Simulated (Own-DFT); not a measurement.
# Which defects push the lattice out? 2H SiC

No measurement is shown. These are fixed-geometry runs of a retired plane-wave code named Own-DFT, which no person has reviewed; spin and spin-orbit coupling are neglected.

Method: PBE; PseudoDojo norm-conserving scalar-relativistic files; cutoff 42 hartree; 4 x 4 x 3 k mesh centred on Gamma; Fermi-Dirac smearing of 0.1 eV.

Keep in mind (not all hold for every row): a neutral cation vacancy leaves holes that likely carry spin, which these runs leave out; not probed for a lower state with spin; forces on such cells moved up to 12 meV/angstrom on a denser k mesh; forces on such cells passed a denser k mesh, each cell not checked; stress not checked against mesh or cutoff.

All runs share one cell, with vectors in Å (9.248, 0.000, 0.000); (-4.624, 8.009, 0.000); (0.000, 0.000, 10.068) and a volume of 745.7 Å³. Atoms were moved at random from their sites; u is the rms move along one axis. The defect's site can differ from row to row.

```
cell,formula,u (Å),P (GPa)
no defect,C36Si36,0.0283,3.91
no defect,C36Si36,0.0294,3.84
no defect,C36Si36,0.0589,6.03
two Al on a Si site each,Al2C36Si34,0.0304,6.04
two Al on a Si site each,Al2C36Si34,0.0314,5.86
two Al on a Si site each,Al2C36Si34,0.0456,6.87
one Si vacancy,C36Si35,0.0456,4.24
one Si vacancy,C36Si35,0.0498,4.37
one Si vacancy,C36Si35,0.0561,4.83
one Al on a Si site and one N on a C site,AlC35NSi35,0.0288,3.88
one Al on a Si site and one N on a C site,AlC35NSi35,0.0492,5.06
one Al on a Si site and one N on a C site,AlC35NSi35,0.0523,5.80
one C on a Si site,C37Si35,0.0302,1.86
one C on a Si site,C37Si35,0.0345,2.27
one C on a Si site,C37Si35,0.0493,3.05
one C on a Si site,C37Si35,0.0516,?
```

## Working it out

P = P0 + c u² + a shift for each defect gives P0 = 3.20 GPa, c = 812 ± 52 GPa/Å² and a scatter of 0.16 GPa. The shifts, and each times the cell's volume:

- two Al on a Si site each: 1.98 ± 0.13 GPa, 9.2 eV (4.6 eV for each of its 2 sites)
- one Al on a Si site and one N on a C site: 0.09 ± 0.13 GPa, 0.4 eV (not resolved)
- one Si vacancy: -0.81 ± 0.14 GPa, -3.8 eV
- one C on a Si site: -2.04 ± 0.13 GPa, -9.5 eV

Positive is outwards. The product with the volume (160.2 GPa Å³ to the eV) is nearly free of the cell's size; divided by the bulk modulus at the cell's pressure it gives the volume that the defect adds. The atoms around the defects weren't relaxed, which would change these numbers.

## Withheld run

Q: what pressure belongs in the blank (one C on a Si site, u = 0.0516 Å)?

Estimate: 3.32 ± 0.19 GPa. DFT gave 3.60 GPa.
